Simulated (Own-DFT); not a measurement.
## Calculated data, InAs (zincblende, strongly disordered by large displacements)

All values are calculated (Own-DFT development build). A calculation, not a measurement: plane-wave PBE density functional theory by an unreviewed code, no spin, of a simulated periodic cell, stress positive in tension, free energy of the whole cell less one offset for each atom, forces on such cells passed a denser k mesh, this cell's mesh not checked; broken bonds can close the gap or carry spin, so checks made on this kind of crystal may not hold here; offsets are fitted by least squares, one for each functional and potential file, so energies compare only between cells with the same atoms and settings and are not formation energies; the far tail of each file's local potential was reset to the Coulomb form; each entry is a single point on an unrelaxed cell, so the pressure reflects the starting lattice, mostly measured values (interpolated for alloys), from which strain is counted, and rises with the displacements; printed positions are rounded, which can move forces by about a meV/angstrom; the program, named Own-DFT, is a retired in-house code; no spin-orbit coupling.

Settings shared by all entries: functional PBE; potential files PseudoDojo norm-conserving, scalar-relativistic, standard set; wave cutoff 42 hartree; occupations Fermi-Dirac; smearing width 0.1 eV; hardware one NVIDIA H200; k mesh 3 x 3 x 3 centred on Gamma.

(1) 
```xyz
64
Lattice="12.1166 0.0000 0.0000 0.0000 12.1166 0.0000 0.0000 0.0000 12.1166" Properties=species:S:1:pos:R:3:force_x:R:1:force_y:R:1:force_z:R:1 formula=InAs free_energy_of_cell_above_offsets=3.568 pressure=10.31 stress_xx=-9.51 stress_yy=-11.16 stress_zz=-10.25 stress_yz=0.3 stress_xz=-3.74 stress_xy=2.71 wall_time=1197
In    12.0658     0.2958     0.0571       1.64     -6.944      4.318
In    12.0143     3.2838     3.2647     -2.297     -5.937     -1.664
In     2.8273    11.6928     3.0065       -0.6      2.797      0.238
In     3.1265     3.4033    11.9245      0.609     -1.156      2.475
As     1.3448     1.5912     1.4366      2.674      1.268      2.339
As     1.4013     4.2826     4.4837        4.9      3.403      5.254
As     4.6710     1.3493     4.6915     -5.065      5.615     -6.241
As     4.6089     4.5926     1.7516     -1.727      1.878     -3.087
In     0.3516    11.9258     6.0340     -6.438      5.314      4.389
In    12.1068     2.9788     9.3239      2.306      2.031     -2.307
In     2.9030    12.0694     9.1852      0.693     -0.485     -0.927
In     3.0715     2.9243     6.2988      -0.88     -1.055     -3.622
As     1.5597     1.5512     7.5817     -1.397     -1.055      1.524
As     1.3713     4.6484    10.8273      0.681     -0.606     -2.833
As     4.4396     1.6466    10.5630     -2.074     -1.215      0.589
As     4.5499     4.2477     7.5115      0.689      2.055      1.276
In     0.2189     6.3038    12.0544     -2.889      0.956      1.523
In     0.2201     8.9406     2.9882      -3.56      2.661       2.23
In     2.9750     5.8621     3.2140     -0.044      0.331       0.26
In     2.9487     9.0781     0.2713      2.506     -1.653      1.022
As     1.5680     7.5291     1.7184      1.683     -1.848     -1.165
As     1.5939    10.6096     4.9271      3.107     -4.896     -5.441
As     4.6042     7.4408     4.5670     -1.583      2.505     -2.811
As     4.5801    10.4415     1.8558     -1.881      1.729     -4.266
In     0.2599     6.1754     6.4155     -4.066     -5.056     -6.055
In     0.2448     9.0458     9.1029     -2.906      2.444      2.209
In     3.1569     5.8535     9.0225     -1.987     -0.674     -0.736
In     3.0363     8.9212     5.9324      0.128     -1.315      1.106
As     1.2531     7.5665     7.6949      6.803      2.014      1.683
As     1.8579    10.2431    10.6876     -2.116      2.444     -1.291
As     4.5166     7.1953    10.4813     -0.161      3.134      1.196
As     4.5941    10.2382     7.4634     -2.208      3.721     -1.252
In     5.8624     0.0799    11.8482      1.098     -1.948      0.948
In     6.0605     3.0738     2.7094      2.225     -2.241      2.635
In     9.1045     0.2532     2.9894     -0.563      0.664      0.429
In     8.8994     2.8783    12.0579      2.958      2.778     -1.431
As     7.4947     1.4906     1.1464     -1.641      -1.73      2.835
As     7.3422     4.6591     4.6017      1.117      -0.32     -0.181
As    10.4889     1.6195     4.7353      0.799     -0.425      0.166
As    10.6788     4.6501     2.0292      -1.96      1.457     -4.734
In     5.7369     0.0946     5.9968      5.487     -5.869      5.338
In     5.8311     3.0323     9.2367      3.605      0.448     -0.936
In     9.1128     0.2872     9.1230      4.999     -3.046      3.736
In     9.1248     3.3106     6.3921      -1.69     -0.935     -1.197
As     7.7243     1.2754     7.7922     -5.187      4.285     -4.477
As     7.5400     4.7157    10.6005      1.184     -2.803     -1.151
As    11.0928     1.4972    10.7013      -7.02      1.647     -3.128
As    10.9571     4.4279     7.6518     -1.059      1.442      0.778
In     6.1436     6.0921    11.9433     -0.471      0.688      3.095
In     6.1957     9.3830     3.0406      1.286     -4.696      0.214
In     9.2153     6.4254     2.9170     -1.187     -3.107     -0.051
In     9.1237     9.1131    11.7380      0.818     -4.054       5.75
As     7.6557     7.5206     1.5833     -2.558      2.142     -2.675
As     7.6255    10.6304     4.3338      1.713      2.346      3.253
As    10.3417     7.5218     4.5726      4.333      0.645      2.355
As    10.0842    10.6175     1.5130      3.192     -0.535     -0.366
In     5.5868     5.9895     6.0451      3.097     -1.308      2.149
In     5.8785     9.0399     8.9323      0.396      0.248      4.695
In     9.1500     6.2185     9.2989     -2.717     -3.145     -4.291
In     9.3050     9.2219     5.9414     -1.808      0.752      1.127
As     7.2382     7.6324     7.7502       3.63     -2.815     -2.786
As     8.1427    10.7737    10.8224     -5.832       5.66     -3.299
As    10.3720     7.6229    10.5192      6.323       0.76      1.336
As    10.6219    10.5812     7.7184      0.891      0.616     -0.076
```

Units: free_energy_of_cell_above_offsets in eV; pressure, stress_xx, stress_yy, stress_zz, stress_yz, stress_xz, stress_xy in GPa; wall_time in s; force_x, force_y, force_z in eV/Å.

(2) 
```xyz
64
Lattice="12.1166 0.0000 0.0000 0.0000 12.1166 0.0000 0.0000 0.0000 12.1166" Properties=species:S:1:pos:R:3:force_x:R:1:force_y:R:1:force_z:R:1 formula=InAs free_energy_of_cell_above_offsets=0.903 pressure=9.26 stress_xx=-9.82 stress_yy=-7.73 stress_zz=-10.25 stress_yz=1.17 stress_xz=4.36 stress_xy=-0.98 wall_time=1182
In     0.0355     0.1818    12.0774     -0.469     -0.156      0.531
In     0.1226     3.3051     2.9592     -2.101     -3.895     -1.575
In     3.1414    12.1161     3.1147      0.323     -0.097     -0.331
In     3.0946     2.5240     0.0218     -1.836      3.929      2.214
As     1.4794     1.6580     1.5236     -0.586     -1.919      1.552
As     1.5673     4.1683     4.3867      4.319      3.782      4.478
As     4.7192     1.7151     4.6910     -1.226     -1.699      1.148
As     4.5058     4.7946     1.6568      2.361     -3.468     -3.358
In    11.8228    11.7811     6.0103      3.417     -1.561      0.019
In     0.2925     3.0174     9.2874     -1.586     -0.156     -2.229
In     2.9079    12.1134     9.1061     -0.906      0.144      0.543
In     2.9919     3.0484     6.4237       0.11     -0.389     -0.941
As     1.2260     1.4180     7.5756      1.222     -0.309     -0.036
As     1.3741     4.3699    10.9107      2.052      1.399      1.047
As     4.6385     1.7677    10.7093       -0.5     -2.162      -2.37
As     4.8316     4.7803     7.5646     -7.375     -8.644        9.7
In    12.1152     6.3133     0.0071     -0.072     -0.099      1.081
In    12.0452     8.7803     2.9830      3.632      4.839     -3.584
In     3.3170     6.0654     3.1453     -1.723      0.811      3.028
In     3.1452     9.0286    12.0556     -4.639     -2.103     -1.798
As     1.7216     7.4571     1.8506     -0.328      0.443     -2.459
As     1.5936    10.5596     4.6290     -0.699      0.071     -0.796
As     4.7744     7.6753     4.6539      1.108     -1.249     -0.974
As     4.5986    10.0593     1.2589      4.006      4.699      4.251
In     0.0523     6.0306     5.9256      0.452      0.128     -0.614
In     0.1481     8.7410     9.0326     -0.986      1.043      0.439
In     2.9239     5.5709     9.0348     -0.141      0.994      1.336
In     3.1018     8.9191     5.8157     -1.113      1.142      2.144
As     1.7267     7.3371     7.5941      0.017      0.292     -0.898
As     1.3810    10.5422    10.8161      0.835     -0.446     -1.501
As     4.7121     7.8141    10.5684     -4.874     -6.654       4.15
As     4.7952    11.0262     7.8703     -2.179     -3.018      3.487
In     5.8443     0.0628    11.8126      2.261     -2.919      2.266
In     6.0052     2.7916     2.9036     -0.722       2.76      0.474
In     9.1834     0.2810     2.9949      1.721     -1.519      1.184
In     8.9727     3.2888    12.0667      1.584     -1.117      1.353
As     7.6681     1.6472     1.6326     -0.067     -0.652     -2.829
As     7.3747     4.7147     4.5577     -3.222      -3.64      3.062
As    11.0425     1.4698     4.8964     -2.512      3.648     -3.706
As    10.6127     4.6142     1.9198      -0.09        0.3     -4.361
In     5.9288    11.6615     6.0729     -2.453      6.278      1.174
In     5.8978     3.0519     9.2674      3.302      1.993     -2.549
In     9.2986     0.2191     9.2804     -1.858      -1.62     -2.258
In     9.2494     3.0011     6.2065     -0.783     -0.182     -2.431
As     7.6470     1.8299     7.5567     -1.673     -2.327      1.646
As     7.5409     4.8022    10.7502      2.446     -4.088     -4.319
As    10.6883     1.6742    10.5554      0.142      1.412      1.896
As    10.7649     4.4208     7.3412      1.162      1.761      2.823
In     6.1793     5.9518    11.9881     -4.191      4.607      4.865
In     6.3806     9.3062     3.3019     -2.054     -4.433     -5.238
In     8.9611     5.5445     3.2946      2.415      4.076     -1.512
In     9.0274     9.1044     0.0672     -0.391      0.603     -0.052
As     8.1629     7.3639     1.4859     -2.528     -0.743      1.464
As     7.2850    10.6991     4.7471      8.612      0.277     -1.811
As    10.7295     7.6660     4.3011     -4.407     -4.208      4.347
As    10.7602    10.4247     1.1723      0.815      1.533      2.335
In     5.8009     5.8513     6.2048      7.805      8.718     -9.071
In     5.9721     8.9290     9.2998      5.993      5.228     -5.715
In     8.9817     5.9048     9.0455        2.1     -0.042     -0.729
In     9.1234     8.9725     5.8908      0.043      0.428     -0.102
As     7.8216     7.5771     7.6045     -2.227       0.15     -0.199
As     7.7900    10.6381    10.7062     -1.556      1.001     -1.347
As    10.3776     7.6401    10.6857      1.419     -1.184     -1.649
As    10.6071    10.4768     7.4655       -1.6      -1.79      3.307
```

Units: free_energy_of_cell_above_offsets in eV; pressure, stress_xx, stress_yy, stress_zz, stress_yz, stress_xz, stress_xy in GPa; wall_time in s; force_x, force_y, force_z in eV/Å.

(3) 
```xyz
64
Lattice="12.1166 0.0000 0.0000 0.0000 12.1166 0.0000 0.0000 0.0000 12.1166" Properties=species:S:1:pos:R:3:force_x:R:1:force_y:R:1:force_z:R:1 formula=InAs free_energy_of_cell_above_offsets=-3.339 pressure=8.9 stress_xx=-9.22 stress_yy=-8.84 stress_zz=-8.63 stress_yz=-1.03 stress_xz=-2.78 stress_xy=0.77 wall_time=1150
In     0.1656     0.4358     0.1765     -3.418     -4.698     -3.702
In    11.8261     3.0265     3.0046      1.417      1.213     -0.558
In     3.1840     0.2357     2.9690     -4.622     -2.248     -2.208
In     2.8598     3.6830    12.0191       1.41     -2.584      1.579
As     1.5071     1.6754     1.3923      3.505      3.751      3.552
As     1.5529     4.7714     4.5380     -1.073     -0.607     -0.878
As     4.4488     1.5456     4.1933      2.663      2.316      5.712
As     4.5243     4.5102     1.7839     -0.409      1.213     -4.431
In     0.0721    11.9523     5.9868     -0.272      0.081      0.268
In     0.0687     3.0830     8.8984     -1.232     -0.659     -0.712
In     3.2378    11.9178     9.1525     -1.391      1.405      0.597
In     2.8706     3.7368     6.3709     -1.725     -2.451     -1.905
As     1.5543     1.6839     7.5092      1.032      -1.95     -0.595
As     1.4041     4.5680    10.3080     -4.364     -0.822      3.594
As     4.5643     1.6489    10.6668     -2.101     -1.992      1.863
As     4.5082     4.5765     7.7965      3.501      0.293       0.03
In     0.0790     5.9534     0.2593     -3.885     -2.553     -4.031
In    11.8651     8.9859     2.9826      0.943     -1.867      1.723
In     3.1067     6.0724     2.8661     -0.783      1.564       1.92
In     2.9898     9.1429     0.1206     -1.774     -0.706      0.533
As     1.2674     7.2444     1.6086      3.368      4.251      2.265
As     1.5042    10.3666     4.2454     -0.035      2.032      0.148
As     4.5848     7.5988     4.5543      0.462      -1.24     -0.756
As     4.2364    10.6257     1.6675      2.265     -0.489     -1.366
In    11.9529     6.0681     6.0648      5.221     -2.209      3.627
In    11.9818     9.1639     9.2281     -0.303     -1.616     -1.691
In     2.9630     5.7098     9.2515      2.554      5.809     -2.284
In     3.0395     9.0941     5.7589     -0.508     -0.265      2.359
As     1.5709     7.5984     7.6219     -0.167     -0.084      0.037
As     1.4276    10.3977    10.5841      1.077       2.64      1.313
As     4.4624     7.7266    10.7900      -3.26      2.572     -2.468
As     4.6566    10.4509     7.7262     -2.753      3.229     -5.352
In     6.3646    12.0604    11.8884     -3.544      4.911      3.956
In     5.8628     3.2682     3.2192      3.564     -0.982      1.322
In     9.0133     0.0326     3.1119     -0.874     -0.941     -1.077
In     9.1521     2.9252    12.0313     -0.951      1.548      0.786
As     7.4413     1.8224     1.4702      0.145     -1.514      0.462
As     7.8255     4.6948     4.7934     -3.157      1.277     -2.742
As    10.5421     1.5193     4.4872      0.479     -1.178      1.141
As    10.2117     4.8032     1.7477      4.904     -5.314     -4.854
In     6.0635     0.0619     6.0835     -0.646     -1.266     -1.417
In     5.9518     3.0224     9.3613     -0.549     -2.108     -4.331
In     8.9828    11.9144     9.0744     -0.483      1.307      0.074
In     9.1894     3.2009     5.8406      1.782     -2.794      3.012
As     7.4933     1.5642     7.3989      1.232      1.096      1.542
As     7.3140     4.4551    10.4538      3.801      2.736      2.394
As    10.7896     1.7793    10.5864      -0.53     -1.889     -0.692
As    10.6584     4.6539     7.5625     -1.723     -0.739      1.088
In     5.6536     6.0597    11.5751      3.726     -4.235      3.787
In     5.9538     9.2769     3.0885     -1.615     -1.798     -2.117
In     8.9597     6.0965     2.9482      0.141      1.433      6.518
In     9.0055     9.0634     0.3218     -1.939     -1.975     -1.373
As     7.5284     7.3540     1.8599     -4.588      4.022     -4.163
As     7.5762    10.1600     4.4852      2.213       3.14      2.217
As    10.7687     7.2852     4.7113     -3.856      3.764     -4.965
As    10.7583    10.2697     1.3560      0.285      4.384       -0.4
In     6.0472     5.9410     6.0284     -0.788      0.808       0.85
In     5.7416     9.1357     9.1150      3.886     -3.726      2.376
In     8.9190     6.2501     9.1822      0.435     -1.541      0.016
In     9.3397     8.8987     6.0285     -3.055     -2.966     -2.938
As     7.4847     7.4457     7.5915     -0.869      1.667     -0.573
As     7.3482    10.4802    10.7267      3.472     -4.108     -2.746
As    10.4895     7.5809    10.6044      0.439      -0.24      1.761
As    10.2015    10.2037     7.6139      3.318      3.892      2.899
```

Units: free_energy_of_cell_above_offsets in eV; pressure, stress_xx, stress_yy, stress_zz, stress_yz, stress_xz, stress_xy in GPa; wall_time in s; force_x, force_y, force_z in eV/Å.

(4) 
```xyz
64
Lattice="12.1166 0.0000 0.0000 0.0000 12.1166 0.0000 0.0000 0.0000 12.1166" Properties=species:S:1:pos:R:3:force_x:R:1:force_y:R:1:force_z:R:1 formula=InAs free_energy_of_cell_above_offsets=1.949 pressure=9.86 stress_xx=-10.5 stress_yy=-10.36 stress_zz=-8.7 stress_yz=0.51 stress_xz=2.02 stress_xy=-1.34 wall_time=1337
In     0.0565    12.0785    11.7341      2.464     -3.963       5.88
In     0.1775     2.9523     3.0100     -3.239     -1.138     -0.485
In     2.9799    12.1144     3.3939       -0.3      0.276      -1.89
In     2.6889     2.9931     0.1173      1.394     -0.649      0.048
As     1.1941     1.3433     1.5046      2.033     -1.191      0.008
As     1.2131     4.5363     4.3952      5.041     -2.411     -1.398
As     4.5393     1.6178     4.5093     -0.095     -0.679      2.148
As     4.5657     4.7227     1.1525     -1.788     -2.011      1.893
In    11.9918    11.7520     5.9890      1.541      2.625     -0.369
In    12.0719     3.0073     8.5387     -3.358       2.81      3.936
In     3.2154     0.1368     9.3556     -0.228     -0.082     -1.026
In     2.8875     2.8509     6.2958      5.491      4.409     -5.086
As     1.4652     1.7903     7.4599     -1.509     -8.132      2.001
As     1.4828     4.4074    10.5758     -0.951      1.297     -1.484
As     4.8893     1.7773    10.6726     -1.999      -0.49      0.391
As     4.4633     4.7177     7.3696     -0.436     -0.887      0.778
In    12.0113     5.9292     0.1286       4.15       3.84      -2.47
In    12.0056     9.1956     3.0880       1.32      0.236      -0.82
In     2.8447     5.8323     2.8658      2.585      -1.66      1.474
In     3.2856     9.2673    12.1119     -1.501      0.383      0.536
As     1.6098     7.5529     1.9683     -1.917      2.976     -3.154
As     1.4573    10.5356     4.7167      1.336     -1.199      -1.39
As     4.6469     7.8592     4.9269      3.113     -3.677     -5.345
As     4.8273    10.9314     1.4494     -5.277     -4.347      5.582
In     0.0585     5.8445     5.7231     -3.377       4.95      3.794
In    11.9277     9.0707     8.6872     -0.225      0.086      0.701
In     3.0258     6.2016     9.0761     -0.681     -0.663     -0.032
In     3.1766     9.0390     5.9553     -5.364      2.504     -0.784
As     1.7652     7.8104     7.3385     -3.371     -3.003      2.074
As     1.3971    10.5793    10.4189      2.146     -1.721     -0.496
As     4.4439     7.4697    10.7810      1.103      0.155     -0.556
As     4.3464    10.4232     7.2971      2.497       4.04      4.643
In     5.9303    12.0924     0.0266      4.615      3.411     -5.002
In     5.7610     3.1011     2.9871      1.203      0.606     -1.722
In     9.3760    12.0452     2.9903     -0.735      1.067      0.556
In     9.0685     2.7930     0.2496      3.101      2.993      -4.45
As     7.7669     1.3558     1.2425     -3.799     -3.159      4.039
As     7.5306     4.5309     4.4108     -1.949     -2.146      2.244
As    10.6393     1.3905     4.8162      -0.37      1.872     -1.382
As    10.6421     4.4663     1.0617     -2.869       -2.7      4.762
In     6.2188    11.8338     6.2653     -0.934      1.188      0.087
In     6.0646     3.4290     9.1698     -5.713     -5.423     -5.795
In     9.0079    12.1146     8.9829     -0.333     -0.518      6.519
In     9.1309     3.3536     6.4099     -4.792      -6.19       -4.6
As     7.7354     1.3117     7.6467     -3.172      4.055     -1.948
As     7.4537     4.6216    10.1630      5.906      3.903      6.598
As    11.0023     1.1953    10.4534     -5.832      5.947     -4.977
As    10.3755     4.7493     7.4348      4.938      5.364      4.183
In     6.2591     6.0583     0.0614     -0.272     -0.615     -2.952
In     5.7693     9.0447     3.0251      1.965      0.544     -0.465
In     9.0459     5.8395     3.2351       2.41      2.298     -2.789
In     8.8414     8.9253    12.0595      3.823       -2.3       3.06
As     7.5800     7.4307     1.4214       0.53      0.808      3.637
As     7.6504    10.8474     4.5669      0.246     -1.936     -1.628
As    10.4586     7.8952     4.4429      0.844     -3.808     -0.464
As    10.5702    10.4790     1.4621      0.463      0.041     -1.761
In     5.9660     6.1122     5.8937      1.688     -1.218      0.412
In     5.9237     9.0325     9.0852      0.073      0.136      0.408
In     8.8460     6.3767     9.2375      0.133     -0.189      -1.91
In     9.1913     9.0961     6.0038     -2.118      2.041      1.927
As     7.4731     7.6128     7.4504       0.38      0.511     -0.012
As     7.6656    10.3758    10.9144      -3.85      4.794      -4.88
As    10.3983     7.4605    10.7202       2.73      1.048     -0.166
As    10.4380    11.0989     7.5585      1.091     -5.108     -0.633
```

Units: free_energy_of_cell_above_offsets in eV; pressure, stress_xx, stress_yy, stress_zz, stress_yz, stress_xz, stress_xy in GPa; wall_time in s; force_x, force_y, force_z in eV/Å.
